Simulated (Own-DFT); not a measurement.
Al$_{31}$GaO$_{48}$ (corundum with substituted atoms, atoms displaced), Al$_{16}$O$_{23}$ (corundum with two vacancies, atoms displaced), Al$_{32}$O$_{47}$ (corundum with one vacancy, atoms displaced) (calculated)

All values are calculated (Own-DFT development build). A calculation, not a measurement: plane-wave PBE density functional theory by an unreviewed code, no spin, of a simulated periodic cell, stress positive in tension, free energy of the whole cell less one offset for each atom, defect cell not probed for a lower state with spin; oxygen file: force components 24 meV/angstrom off all-electron in one glass; forces on such cells passed a denser k mesh, this cell's mesh not checked; offsets are fitted by least squares, one for each functional and potential file, so energies compare only between cells with the same atoms and settings and are not formation energies; the far tail of each file's local potential was reset to the Coulomb form; each entry is a single point on an unrelaxed cell, so the pressure reflects the starting lattice, mostly measured values, from which strain is counted, and rises with the displacements; printed positions are rounded, which can move forces by about a meV/angstrom; the program is a retired in-house code; no spin-orbit coupling; before rounding, a Quantum ESPRESSO 7.3.1 run of the same cell and cutoff gave forces within 1 meV/angstrom rms on each cell, which checks the program and not the settings.

Settings shared by all entries: functional PBE; potential files PseudoDojo norm-conserving, scalar-relativistic, standard set; wave cutoff 72 hartree; occupations Fermi-Dirac; smearing width 0.1 eV; k mesh 3 x 3 x 3 centred on Gamma.

(1) Al$_{31}$GaO$_{48}$ (corundum with substituted atoms, atoms displaced)

```
CELL_PARAMETERS angstrom
5.49400 0.00000 8.66040
-2.74700 4.75790 8.66040
-2.74700 -4.75790 8.66040
ATOMIC_POSITIONS crystal
Al 0.17874 0.17188 0.17320
Al 0.32731 0.32013 0.32343
Al 0.42711 0.42344 0.42367
Al 0.07574 0.07355 0.07345
O 0.27908 0.47438 0.11355
O 0.46499 0.13253 0.27640
O 0.11384 0.27853 0.48194
O 0.21300 0.03297 0.36715
O 0.02663 0.37405 0.22915
O 0.37593 0.21964 0.02262
Al 0.18267 0.16459 0.67961
Al 0.30870 0.33332 0.81265
Al 0.41238 0.43045 0.93479
Al 0.08119 0.06949 0.56500
O 0.27884 0.47276 0.62455
O 0.47105 0.12089 0.78532
O 0.13119 0.27475 0.97113
O 0.22734 0.02910 0.87254
O 0.02347 0.37031 0.72548
O 0.38372 0.21810 0.53288
Al 0.17745 0.68362 0.16495
Al 0.32708 0.81946 0.32079
Al 0.41863 0.92170 0.43001
Al 0.06342 0.57340 0.07673
O 0.26731 0.97486 0.13701
O 0.47754 0.62875 0.27398
O 0.12515 0.78453 0.46315
O 0.21715 0.52044 0.37848
O 0.02283 0.87225 0.22287
O 0.36372 0.72334 0.03417
Al 0.17179 0.67750 0.66800
Al 0.31786 0.83128 0.81932
Al 0.43111 0.93016 0.92554
Al 0.07825 0.57543 0.57106
O 0.28370 0.95972 0.62911
O 0.46176 0.63337 0.77577
O 0.13251 0.78565 0.97088
O 0.21753 0.53126 0.87450
O 0.02632 0.87898 0.72284
O 0.36758 0.72674 0.52844
Al 0.67796 0.18167 0.17127
Ga 0.83178 0.32101 0.32166
Al 0.92512 0.42034 0.43379
Al 0.56934 0.07794 0.07279
O 0.78217 0.47050 0.12165
O 0.96683 0.14275 0.27041
O 0.62726 0.26828 0.47248
O 0.72279 0.02450 0.36953
O 0.52882 0.37663 0.21450
O 0.87193 0.23216 0.02066
Al 0.67157 0.17381 0.68458
Al 0.83331 0.31985 0.82318
Al 0.92210 0.42683 0.92196
Al 0.57451 0.06230 0.58573
O 0.77697 0.47786 0.62082
O 0.97438 0.13461 0.76835
O 0.61572 0.27717 0.97353
O 0.73893 0.01671 0.87145
O 0.52230 0.37838 0.71626
O 0.86809 0.21775 0.53270
Al 0.67168 0.67346 0.18800
Al 0.82566 0.82885 0.31351
Al 0.91319 0.91927 0.44021
Al 0.57729 0.56962 0.07452
O 0.79335 0.96933 0.11879
O 0.96050 0.62870 0.29496
O 0.62602 0.77676 0.46799
O 0.71147 0.52906 0.38202
O 0.52755 0.88348 0.21670
O 0.87896 0.71887 0.02799
Al 0.68526 0.67847 0.65684
Al 0.82154 0.82951 0.82610
Al 0.92358 0.92415 0.92261
Al 0.56425 0.58182 0.57316
O 0.79223 0.95825 0.62363
O 0.97428 0.62129 0.78388
O 0.63589 0.77311 0.96511
O 0.72014 0.52762 0.86941
O 0.53605 0.87107 0.71476
O 0.87345 0.72347 0.52162
```

- free energy of cell above offsets: -52.573 eV
- pressure: 11.03 GPa
- stress xx: -11.37 GPa
- stress yy: -11.32 GPa
- stress zz: -10.4 GPa
- stress yz: 0.36 GPa
- stress xz: 0.92 GPa
- stress xy: -0.04 GPa

Force:
```
element  x (eV/Å)  y (eV/Å)  z (eV/Å)
     Al    -0.618     1.465      0.44
     Al    -1.537     0.802    -0.307
     Al     0.755    -0.414     0.198
     Al    -0.886    -0.547    -0.348
      O    -2.974    -2.152      1.94
      O     0.807    -1.469    -0.726
      O     2.819     0.141     0.569
      O      0.61    -1.905     1.895
      O     1.002     0.792     0.946
      O     -0.31    -0.227     0.146
     Al    -1.039      1.72    -0.148
     Al     1.448    -2.293     3.413
     Al     2.899     1.881    -1.728
     Al    -2.161     0.135     0.394
      O    -0.028     2.409    -1.693
      O     0.719     0.773      0.24
      O    -1.249     0.349    -1.411
      O    -0.056    -0.228     0.308
      O     1.247     1.295     1.723
      O    -1.107     0.091    -1.533
     Al    -1.399    -1.957    -0.799
     Al    -1.027     0.575     0.415
     Al     1.115      1.21     1.077
     Al     1.379    -0.475     1.281
      O     2.146     0.667    -1.599
      O    -0.286    -0.936    -1.137
      O    -0.085    -1.446    -0.323
      O     0.761     0.452     0.921
      O     0.319     1.142     1.804
      O     2.657     0.826     2.466
     Al    -0.967    -0.706     1.964
     Al     1.924    -2.179     1.323
     Al    -0.325    -1.905    -1.311
     Al    -0.752     -0.38    -1.845
      O    -0.909     2.613    -0.648
      O     0.813     -0.39     -0.29
      O    -2.001    -0.097    -2.616
      O    -0.229     0.313    -0.619
      O     1.434     -0.22    -0.676
      O      0.22     0.633    -0.626
     Al     0.303    -0.584     -0.84
     Ga    -3.401     0.384    -0.062
     Al    -0.954     0.847     0.001
     Al     0.228     0.696     0.736
      O    -0.758     1.305    -0.459
      O      3.98    -3.075    -3.431
      O    -1.182    -0.406    -0.248
      O    -0.888    -0.186         1
      O    -0.796    -0.374      0.64
      O     0.531    -1.648     0.234
     Al    -0.018     1.426     0.163
     Al    -1.717     1.196    -1.568
     Al     0.005    -0.059     0.742
     Al     0.802     2.206     0.052
      O    -0.193    -1.078    -0.204
      O     0.531    -2.253    -0.985
      O     1.222     0.163     0.823
      O    -3.026     0.807    -0.389
      O    -0.126    -0.233     0.173
      O     0.607     -0.73     1.568
     Al     1.324      1.11    -0.251
     Al    -0.624    -0.667     0.503
     Al     2.446     2.723    -1.045
     Al     0.115     1.489    -0.434
      O    -1.473     1.322    -1.222
      O     2.657     0.207    -2.053
      O    -0.763     0.915    -0.536
      O     0.146     0.559     0.526
      O     0.114    -1.164     -0.68
      O    -1.251      0.02    -0.303
     Al    -1.546    -1.971    -0.157
     Al      1.64    -1.055    -0.817
     Al     1.141     0.168     2.429
     Al     0.579     -1.76      0.59
      O    -2.871    -0.243     0.709
      O     0.352     1.034      -0.6
      O    -1.803    -0.114    -0.267
      O    -0.387     0.041     0.661
      O    -0.949    -0.786       0.2
      O     0.872    -0.589     1.721
```

(2) Al$_{16}$O$_{23}$ (corundum with two vacancies, atoms displaced)

```
CELL_PARAMETERS angstrom
5.49400 0.00000 8.66040
-2.74700 4.75790 8.66040
-2.74700 -4.75790 8.66040
ATOMIC_POSITIONS crystal
Al 0.18043 0.16926 0.17703
Al 0.31878 0.32703 0.32236
Al 0.43063 0.41863 0.42928
Al 0.07488 0.06735 0.06988
O 0.27593 0.47597 0.12712
O 0.46669 0.12182 0.28546
O 0.12479 0.27884 0.46899
O 0.03132 0.38026 0.21718
O 0.37149 0.22495 0.02447
Al 0.18581 0.17109 0.67134
Al 0.32519 0.32092 0.81410
Al 0.42781 0.42559 0.92428
Al 0.07457 0.07618 0.57748
O 0.27352 0.47178 0.62422
O 0.47228 0.12681 0.77821
O 0.12272 0.27734 0.97668
O 0.22459 0.02987 0.87472
O 0.01872 0.37839 0.72455
O 0.37249 0.22366 0.52485
Al 0.16949 0.67817 0.17454
Al 0.32817 0.81915 0.32105
Al 0.42521 0.92700 0.43012
Al 0.06199 0.57693 0.07595
O 0.47227 0.62338 0.28105
O 0.12924 0.77432 0.47347
O 0.22399 0.53318 0.37136
O 0.02357 0.87138 0.22374
O 0.36911 0.71897 0.02999
Al 0.17563 0.68121 0.67322
Al 0.32109 0.82691 0.82401
Al 0.41896 0.92651 0.93459
Al 0.07331 0.57158 0.57556
O 0.27398 0.97062 0.62511
O 0.47357 0.62627 0.78287
O 0.12426 0.77426 0.97342
O 0.21496 0.53207 0.87659
O 0.02461 0.88282 0.71766
O 0.37906 0.72029 0.52829
Al 0.67319 0.17399 0.18000
Al 0.82126 0.32486 0.32589
Al 0.92123 0.42961 0.42562
Al 0.56959 0.08186 0.07297
O 0.78283 0.46928 0.12033
O 0.96890 0.12309 0.28068
O 0.63162 0.27588 0.46956
O 0.71943 0.02631 0.37957
O 0.52589 0.38057 0.21991
O 0.87484 0.22378 0.01869
Al 0.67865 0.17125 0.67553
Al 0.83221 0.32074 0.82096
Al 0.92097 0.42610 0.92918
Al 0.57247 0.08598 0.56842
O 0.78235 0.47242 0.61875
O 0.96839 0.12515 0.77708
O 0.62165 0.27692 0.97465
O 0.72484 0.02552 0.87422
O 0.52659 0.37383 0.72379
O 0.87345 0.22196 0.52731
Al 0.67390 0.67454 0.18218
Al 0.82543 0.82223 0.31930
Al 0.92860 0.92376 0.42386
Al 0.57585 0.57199 0.07566
O 0.77896 0.96819 0.12788
O 0.97415 0.62752 0.27269
O 0.61982 0.78230 0.47904
O 0.72551 0.53031 0.37608
O 0.51962 0.87530 0.22892
O 0.88002 0.72153 0.02591
Al 0.67180 0.67563 0.67805
Al 0.82164 0.82349 0.82772
Al 0.92834 0.92787 0.92245
Al 0.56850 0.58046 0.57209
O 0.77739 0.97108 0.62437
O 0.96767 0.62326 0.78102
O 0.62461 0.77073 0.97725
O 0.72642 0.52699 0.87302
O 0.52555 0.87795 0.72414
O 0.86756 0.72527 0.53329
```

- free energy of cell above offsets: -53.382 eV
- pressure: 7.08 GPa
- stress xx: -7.41 GPa
- stress yy: -7.18 GPa
- stress zz: -6.65 GPa
- stress yz: -0.2 GPa
- stress xz: -0.5 GPa
- stress xy: 0.43 GPa

Force:
```
element  x (eV/Å)  y (eV/Å)  z (eV/Å)
     Al    -0.587    -0.652      0.12
     Al     0.032     0.715     0.288
     Al     -1.03     1.747    -0.458
     Al    -1.246     0.174      1.29
      O      0.76    -0.038    -0.866
      O     0.274      1.01      0.35
      O    -0.303    -0.414     0.349
      O    -0.568    -1.488    -0.947
      O     0.624    -0.423     0.455
     Al    -1.817     0.312    -0.045
     Al    -1.792    -0.527     1.803
     Al    -1.361     0.186    -0.293
     Al     0.232     1.143    -1.608
      O     0.766     -0.22     0.187
      O     0.597    -0.009    -0.733
      O     0.534     0.061    -0.681
      O    -0.039     0.638    -1.209
      O     2.161    -0.032     0.046
      O     0.598    -0.035     0.866
     Al     1.199    -0.672     0.303
     Al    -1.205     1.411      0.14
     Al      0.17     0.101    -1.057
     Al     2.346    -0.031     1.041
      O     0.787     -0.63    -0.065
      O    -0.446     0.364    -0.235
      O    -0.402    -0.646    -0.328
      O     0.022     0.723     0.761
      O     0.359     0.368     1.024
     Al    -0.492    -0.663    -0.071
     Al     0.604    -1.031     0.357
     Al     0.515    -0.451     0.125
     Al    -0.536     0.401     -0.21
      O    -0.193    -0.334     1.103
      O     0.215    -0.016    -1.112
      O    -0.229     1.296      0.29
      O     0.765     0.435    -0.072
      O     0.511    -0.782    -0.273
      O    -1.064     0.247    -0.614
     Al     0.196     0.439     0.334
     Al     1.735     0.344     0.392
     Al     1.128    -0.099     0.101
     Al     0.282    -0.668    -0.862
      O    -1.359    -1.062     0.985
      O      0.33     0.349    -0.277
      O    -1.371     0.112     -0.61
      O     0.023     1.052    -0.313
      O     0.613    -1.263    -0.337
      O    -0.068    -1.671     0.485
     Al    -0.029    -0.147     0.853
     Al     -1.29     0.597     -0.52
     Al     1.066     0.411    -0.014
     Al     1.057    -2.448    -0.922
      O    -1.001    -0.629     0.346
      O     0.585     0.082     0.611
      O     0.446    -0.019     0.302
      O    -0.815    -0.242     0.128
      O     0.276       0.7    -0.084
      O     0.126     0.222     0.277
     Al     0.354     0.867    -0.207
     Al    -0.989    -1.027     0.783
     Al    -0.532    -0.594     0.183
     Al    -0.315     0.861    -0.629
      O    -0.382      0.83    -0.462
      O    -0.868    -0.767    -0.268
      O      0.57     0.362    -0.721
      O    -0.399     0.446    -0.981
      O       1.1      0.66     0.601
      O    -1.991     0.404    -1.156
     Al     0.109     0.078     0.993
     Al      0.39     0.144    -0.639
     Al    -0.277    -0.621    -0.363
     Al     0.909    -1.349     0.795
      O     -0.23    -0.117     0.416
      O     0.241      0.59     0.604
      O     -0.29     0.572     0.558
      O    -0.949    -0.138    -0.377
      O    -0.351     0.295    -0.025
      O     1.204     0.201    -0.001
```

(3) Al$_{32}$O$_{47}$ (corundum with one vacancy, atoms displaced)

```
CELL_PARAMETERS angstrom
5.49400 0.00000 8.66040
-2.74700 4.75790 8.66040
-2.74700 -4.75790 8.66040
ATOMIC_POSITIONS crystal
Al 0.16947 0.18196 0.17721
Al 0.32182 0.32541 0.32759
Al 0.43071 0.42222 0.42773
Al 0.07267 0.07928 0.07098
O 0.26849 0.47674 0.13060
O 0.47298 0.12369 0.27852
O 0.12317 0.27742 0.47528
O 0.03555 0.37298 0.21770
O 0.37807 0.22231 0.02702
Al 0.17705 0.17175 0.67023
Al 0.31940 0.32292 0.83346
Al 0.42808 0.42463 0.92920
Al 0.07539 0.06755 0.57573
O 0.27168 0.46816 0.62817
O 0.47834 0.12367 0.77427
O 0.12372 0.27630 0.96904
O 0.21636 0.03841 0.87203
O 0.02835 0.37704 0.71953
O 0.37967 0.21903 0.52933
Al 0.17535 0.67566 0.17842
Al 0.33295 0.82201 0.32373
Al 0.42755 0.93480 0.41730
Al 0.07384 0.57342 0.07604
O 0.27613 0.97245 0.12338
O 0.47298 0.62519 0.27777
O 0.12862 0.78232 0.46684
O 0.21825 0.53292 0.37199
O 0.03072 0.87571 0.21828
O 0.37524 0.72333 0.02157
Al 0.17743 0.67474 0.67766
Al 0.31841 0.83176 0.82468
Al 0.42510 0.92145 0.92715
Al 0.07340 0.56885 0.57991
O 0.27468 0.97306 0.62492
O 0.46719 0.62836 0.78084
O 0.12716 0.77954 0.96776
O 0.22011 0.52623 0.87558
O 0.03220 0.87343 0.71733
O 0.37567 0.71834 0.52502
Al 0.67602 0.17198 0.17807
Al 0.82833 0.31946 0.32136
Al 0.92014 0.43391 0.42224
Al 0.57592 0.07328 0.07525
O 0.78216 0.46919 0.12513
O 0.97275 0.12567 0.27648
O 0.62678 0.28257 0.47173
O 0.72157 0.02859 0.37517
O 0.53479 0.37369 0.21951
O 0.87298 0.21905 0.02943
Al 0.67360 0.17416 0.67774
Al 0.82009 0.32577 0.82751
Al 0.93171 0.42191 0.92417
Al 0.57825 0.06699 0.56981
O 0.77913 0.46908 0.62293
O 0.97131 0.12435 0.77989
O 0.62640 0.27394 0.97293
O 0.72593 0.02343 0.87484
O 0.52249 0.37818 0.72461
O 0.87378 0.22283 0.52397
Al 0.67861 0.67139 0.17483
Al 0.81942 0.82907 0.32141
Al 0.93006 0.92551 0.42380
Al 0.58028 0.56964 0.07915
O 0.77745 0.96504 0.13158
O 0.97273 0.62491 0.28285
O 0.62679 0.77248 0.47363
O 0.71821 0.53040 0.37413
O 0.52772 0.86807 0.22825
O 0.87783 0.71678 0.02687
Al 0.67660 0.67994 0.67170
Al 0.82824 0.82281 0.82134
Al 0.92212 0.92910 0.92633
Al 0.57822 0.56594 0.57369
O 0.78469 0.97205 0.62318
O 0.97639 0.62791 0.77273
O 0.62239 0.77921 0.97245
O 0.72037 0.53665 0.87310
O 0.52732 0.87778 0.71981
O 0.87492 0.72328 0.52412
```

- free energy of cell above offsets: -56.684 eV
- pressure: 7.05 GPa
- stress xx: -6.75 GPa
- stress yy: -7.32 GPa
- stress zz: -7.07 GPa
- stress yz: -0.38 GPa
- stress xz: -0.02 GPa
- stress xy: -0.48 GPa

Force:
```
element  x (eV/Å)  y (eV/Å)  z (eV/Å)
     Al     1.805    -1.855     0.116
     Al    -0.313     0.375    -0.057
     Al    -0.829      0.05     0.058
     Al     0.611    -1.002    -0.354
      O     1.606    -0.306    -0.179
      O    -0.101     0.866     0.538
      O     0.143     0.507    -0.158
      O    -1.536     0.269     0.147
      O    -0.408    -0.402    -0.162
     Al    -0.907     0.267      1.17
     Al     1.234     0.975     -0.72
     Al    -0.717     0.846    -0.095
     Al     0.288     1.529    -0.493
      O     0.666    -0.074     0.687
      O    -0.761     -0.46    -0.073
      O    -0.051    -0.266     0.926
      O     0.896     -0.36    -0.419
      O    -0.307    -0.939    -0.623
      O     -0.25     0.577    -0.804
     Al     0.044     0.788     0.014
     Al    -1.359     0.352    -0.972
     Al    -0.514    -2.327    -0.782
     Al     0.289     0.699     0.227
      O     0.173    -0.061     0.505
      O     0.521    -0.297    -0.495
      O    -0.023     -0.28    -0.085
      O     0.679    -1.197     0.646
      O    -0.688     0.273     0.065
      O    -0.065    -0.622     0.737
     Al     0.538     0.525     -0.55
     Al     0.793    -0.682    -0.451
     Al    -0.203     0.622     0.584
     Al     0.288     1.538     0.045
      O      0.69     0.055     0.219
      O     0.632    -0.127    -0.209
      O    -1.009    -0.232    -0.454
      O    -0.237    -0.399     0.407
      O    -0.668    -0.531     0.295
      O     0.014     -0.33     0.736
     Al    -0.135     0.521     0.551
     Al    -0.866    -0.373     0.569
     Al     0.911      -1.1     0.126
     Al     0.044    -0.085    -1.114
      O     0.258     0.231    -0.198
      O     -0.02     0.156    -0.281
      O     0.226    -0.171    -0.678
      O      0.45     0.262    -0.312
      O    -0.482    -0.428     -0.46
      O    -0.169     0.414     0.213
     Al     0.052     0.472    -0.019
     Al     0.799     0.618    -0.023
     Al    -0.812     1.032     -0.24
     Al    -0.964    -0.071     1.598
      O    -0.618    -0.441     0.453
      O    -0.331     0.026    -0.251
      O    -0.132    -0.087     0.246
      O    -0.561    -0.077     0.479
      O     0.708    -0.506    -0.149
      O     0.126    -0.213     0.567
     Al    -0.228     0.352     0.384
     Al     0.949     -1.73      0.78
     Al     0.556    -0.455     0.038
     Al    -0.617     1.166     -1.02
      O    -0.243     1.415    -0.655
      O    -0.246     0.582    -0.842
      O    -0.531     0.891     0.034
      O     1.039    -0.042      0.11
      O     0.465      1.47     0.736
      O    -0.323     0.146     0.299
     Al    -0.368    -0.551    -0.344
     Al    -0.294    -0.095    -0.269
     Al     1.013    -0.364     0.109
     Al    -1.436     0.581     0.536
      O    -0.143     0.177    -0.814
      O    -0.491    -0.857    -0.455
      O     0.678     -0.24     0.498
      O     0.737    -0.665    -0.427
      O     0.061     -0.13    -0.284
      O    -0.023    -0.197     0.527
```
